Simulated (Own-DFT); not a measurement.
# Response to strain: wurtzite GaN, 72 atoms (Ga36N36)

All numbers below are calculated, not measured. They come from Own-DFT, an in-house plane-wave density functional program, since retired, whose code no person has reviewed. Each row is one single-point run on a periodic cell that was not relaxed, without spin or spin-orbit coupling.

Settings of every run: PBE; PseudoDojo norm-conserving scalar-relativistic files (stringent for Ga); cutoff 96 hartree; 4 x 4 x 3 k mesh centred on Gamma; Gaussian smearing of 0.01 eV.

Known limits: forces not confirmed at this smearing and k mesh; stress not checked against mesh or cutoff.

Unstrained cell vectors in Å: (9.567, 0.000, 0.000); (-4.784, 8.285, 0.000); (0.000, 0.000, 10.370). The unstrained cell has measured lattice constants (interpolated for alloys), not those of this functional. That, the random moves and any unrelaxed bonds set the pressure at no strain. Each run strains this cell uniformly, with the atoms carried along. Every atom was also moved at random, by a Gaussian of width 0.05 Å on each axis. Strain is the symmetric tensor, in per cent. Stress is positive in tension, and the pressure is minus a third of its trace.

| run | e_xx (%) | e_yy (%) | e_zz (%) | s_xx (GPa) | s_yy (GPa) | s_zz (GPa) | P (GPa) | E (meV/atom) |
|---|---|---|---|---|---|---|---|---|
| 1 | 0.00 | 0.00 | 2.00 | -5.18 | -4.70 | 1.65 | 2.74 | 0.0 |
| 2 | 0.00 | 0.00 | -1.75 | -9.83 | -8.72 | -13.87 | 10.81 | 35.1 |
| 3 | 0.00 | 0.00 | 0.50 | -4.21 | -7.25 | -5.84 | 5.77 | 6.4 |
| 4 | 0.00 | 0.00 | 2.50 | -4.91 | -6.90 | 3.35 | 2.82 | 23.3 |
| 5 | 0.00 | 0.00 | 1.25 | -7.05 | -7.08 | -0.79 | 4.97 | 14.0 |
| 6 | 0.00 | 0.00 | -1.00 | -6.98 | -7.66 | -12.65 | 9.10 | 25.6 |
| 7 | 0.00 | 0.00 | 3.00 | -4.41 | -5.38 | 3.79 | 2.00 | 30.7 |
| 8 | 0.00 | 0.00 | 1.00 | -4.76 | -7.77 | -2.94 | 5.16 | 12.0 |
| 9 | 0.00 | 0.00 | -1.50 | ? | ? | ? | ? | ? |

E is the free energy for each atom above the lowest run shown.

## Worked fit

The change of volume is close to e_xx + e_yy + e_zz. A straight line through the runs shown gives P = 7.18 - 188 x (fractional change of volume) GPa, with an error of 10 on the slope and a scatter of 0.44 GPa. The strain isn't the same on all axes and the cell isn't cubic, so the slope belongs to this path and is not the bulk modulus.

## Withheld run

Question: what pressure should run 9 give? Its volume changes by -1.50 %.

The line gives 10.0 GPa. The calculation gave 10.57 GPa.
